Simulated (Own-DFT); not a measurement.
# Energy and forces against displacement in beta-Si3N4, 42 atoms (N24Si18)

These are calculations, not measurements. They come from Own-DFT, an in-house plane-wave density functional program, since retired, whose code no person has reviewed. Each row is one single-point run on a periodic cell that was not relaxed, without spin or spin-orbit coupling.

Settings of every run: PBE; PseudoDojo norm-conserving scalar-relativistic files; cutoff 42 hartree; 3 x 3 x 3 k mesh centred on Gamma; Fermi-Dirac smearing of 0.1 eV.

Known limits, some of them of some rows only: some atoms lie very close together; forces on such cells passed a denser k mesh, each cell not checked; stress not checked against mesh or cutoff.

Cell vectors in Å: (7.606, 0.000, 0.000); (-3.803, 6.587, 0.000); (0.000, 0.000, 8.727). In each run every atom was moved at random and independently from its ideal site; u is the rms move along one axis. E is the free energy for each atom above the fitted value at u = 0, and F the rms of the force components.

| run | u (Å) | E (meV/atom) | F (eV/Å) | largest force (eV/Å) | P (GPa) |
|---|---|---|---|---|---|
| 1 | 0.0198 | 17.6 | 0.854 | 2.77 | 5.64 |
| 2 | 0.0204 | 19.5 | 0.897 | 3.22 | 5.61 |
| 3 | 0.0452 | 97.8 | 1.878 | 6.82 | 7.39 |
| 4 | 0.0501 | 108.2 | 2.009 | 7.48 | 7.80 |
| 5 | 0.0517 | ? | ? | ? | ? |
| 6 | 0.0891 | 341.8 | 3.490 | 14.91 | 12.82 |
| 7 | 0.0928 | 402.5 | 4.094 | 15.08 | 15.66 |
| 8 | 0.1052 | 527.1 | 4.535 | 14.38 | 20.25 |
| 9 | 0.1541 | 1063.7 | 7.624 | 39.22 | 33.00 |

## Worked fit

For small independent moves the energy grows as E = (3/2) K u², with K the mean stiffness felt by one atom. The runs with u up to 0.11 Å give K = 30.5 ± 0.7 eV/Å², with residuals divided by u² + 0.0006 Å², since the noise grows with the moves. The scatter is 5.8 meV/atom at u = 0.05 Å. The forces follow F = G u with G = 42.2 eV/Å²; no force at u = 0 is resolved. G exceeds K because the moves of its neighbours add to the force on an atom, and stiffness differs between atoms. At u = 0.154 Å the parabola gives 1086 meV/atom and the run 1064. The pressure follows P = 4.77 + 1267 u² GPa: at fixed volume, shortened bonds push harder than stretched ones pull.

## Withheld run

Question: what energy and rms force should run 5 give?

The fit gives 122 ± 7 meV/atom and about 2.18 eV/Å. The calculation gave 114.8 meV/atom and 2.137 eV/Å.
